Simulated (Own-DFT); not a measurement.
# Strain and stress in hcp Hf, 36 atoms (Hf36)

All numbers below are calculated, not measured. They come from Own-DFT, an in-house plane-wave density functional program, since retired, whose code no person has reviewed. Each row is one single-point run on a periodic cell that was not relaxed, without spin or spin-orbit coupling.

Settings of every run: PBE; PseudoDojo norm-conserving scalar-relativistic files; cutoff 42 hartree; 4 x 4 x 4 k mesh centred on Gamma; cold (Marzari-Vanderbilt) smearing of 0.2 eV.

Known limits: hafnium file: forces about 75 meV/angstrom off all-electron values; forces on such cells passed a denser k mesh, each cell not checked; stress not checked against mesh or cutoff.

Unstrained cell vectors in Å: (9.589, 0.000, 0.000); (-4.795, 8.304, 0.000); (0.000, 0.000, 10.102). The unstrained cell has measured lattice constants (interpolated for alloys), not those of this functional. That, the random moves and any unrelaxed bonds set the pressure at no strain. Each run strains this cell uniformly, with the atoms carried along. Every atom was also moved at random, by a Gaussian of width 0.05 Å on each axis. Strain is the symmetric tensor, in per cent. Stress is positive in tension, and the pressure is minus a third of its trace.

```
run  e_xx (%)  e_yy (%)  e_zz (%)  e_yz (%)  e_xz (%)  e_xy (%)  s_xx (GPa)  s_yy (GPa)  s_zz (GPa)  s_yz (GPa)  s_xz (GPa)  s_xy (GPa)  P (GPa)  E (meV/atom)
  1     -1.08      1.64     -0.60      1.77      1.67     -0.25       -2.79        0.78       -2.65        1.68        1.75       -0.41     1.55          12.6
  2      1.94      0.84     -1.51     -0.21      0.70      1.74        1.87        0.15       -2.50       -0.23        0.70        2.01     0.16           8.0
  3      0.77     -1.91      0.39     -0.45      0.23      1.06       -0.41       -4.90       -1.78       -0.53        0.12        1.28     2.36          13.3
  4      0.51     -0.13      1.95     -1.09      1.26     -0.74        1.30       -0.26        2.37       -1.08        1.13       -0.96    -1.14           4.9
  5      0.88     -0.89     -0.20     -1.51     -1.71     -0.64       -0.16       -2.62       -2.09       -1.64       -1.70       -0.50     1.62           6.0
  6     -1.41     -0.51      0.39      0.10      1.75     -1.80       -4.34       -3.06       -2.27        0.23        1.70       -2.43     3.22          15.9
  7     -1.03     -1.78      1.45     -0.90      1.05      0.78       -3.34       -4.85       -0.94       -0.87        0.91        1.22     3.04          19.3
  8     -1.01      1.81     -1.68     -1.91      1.01      0.38       -3.46        0.64       -4.60       -1.93        1.20        0.58     2.47           9.8
  9     -1.81      1.14      0.59     -1.10      1.45     -0.50       -4.02        0.37       -1.30       -0.96        1.33       -0.71     1.65          17.5
 10     -0.64     -0.92      0.80      1.74     -1.02      0.63       -2.57       -2.91       -1.36        1.79       -0.91        0.71     2.28          15.7
 11     -0.29      0.93      1.87      0.25      0.14     -1.04       -0.03        1.44        2.36        0.22        0.10       -1.39    -1.26           7.4
 12     -1.49     -0.31      1.97      0.10      1.19     -0.70       -3.04       -1.49        1.06        0.05        1.13       -0.93     1.16           3.6
 13      0.82     -1.05     -0.61     -0.43      1.21     -0.04       -1.19       -2.90       -3.58       -0.55        1.27        0.29     2.56          15.0
 14      0.93     -0.82     -0.02     -0.94      0.24     -0.21       -0.15       -2.12       -1.47       -0.91        0.27       -0.27     1.25           0.0
 15      1.02     -1.15     -0.77     -0.83     -0.18     -0.62       -0.49       -3.62       -3.33       -0.87       -0.07       -0.91     2.48           7.1
 16      0.21     -1.40      1.24      0.55     -1.19      0.56           ?           ?           ?           ?           ?           ?        ?             ?
```

E is the free energy for each atom above the lowest run shown.

## Worked fit

Each stress component was fitted by least squares to a constant and the strains of the runs shown, as fractions, with shears doubled. Shear strains stay in the fit of a normal stress only where such slopes are resolved. The slopes, in GPa:

```
stress  at no strain  per e_xx  per e_yy  per e_zz  scatter
  s_xx          -1.3   202 ± 6    61 ± 5    78 ± 5     0.20
  s_yy          -1.4    54 ± 8   197 ± 7    59 ± 7     0.27
  s_zz          -1.8    77 ± 5    73 ± 5   201 ± 5     0.19
```

Each shear stress against twice its own strain: yz 50 ± 1, xz 48 ± 1, xy 64 ± 3 GPa. These are stiffnesses along x, y and z of the frame in which the cell vectors are given, which need not be the crystal's axes. The atoms are held to the strained lattice; where symmetry lets them move under strain, relaxing them would lower some slopes. The table should be nearly symmetric about its diagonal, and what it lacks of that shows the noise. A ninth of its sum, 111 ± 2 GPa, estimates the bulk modulus near the mean pressure of these runs, 1.6 GPa, so it lies above the value at zero pressure.

## Withheld run

Question: what normal stresses and pressure should run 16 give?

The fit gives s_xx = -0.8, s_yy = -3.3, s_zz = -0.1 and P = 1.4 GPa. The calculation gave -0.68, -3.23, 0.05 and P = 1.29 GPa.
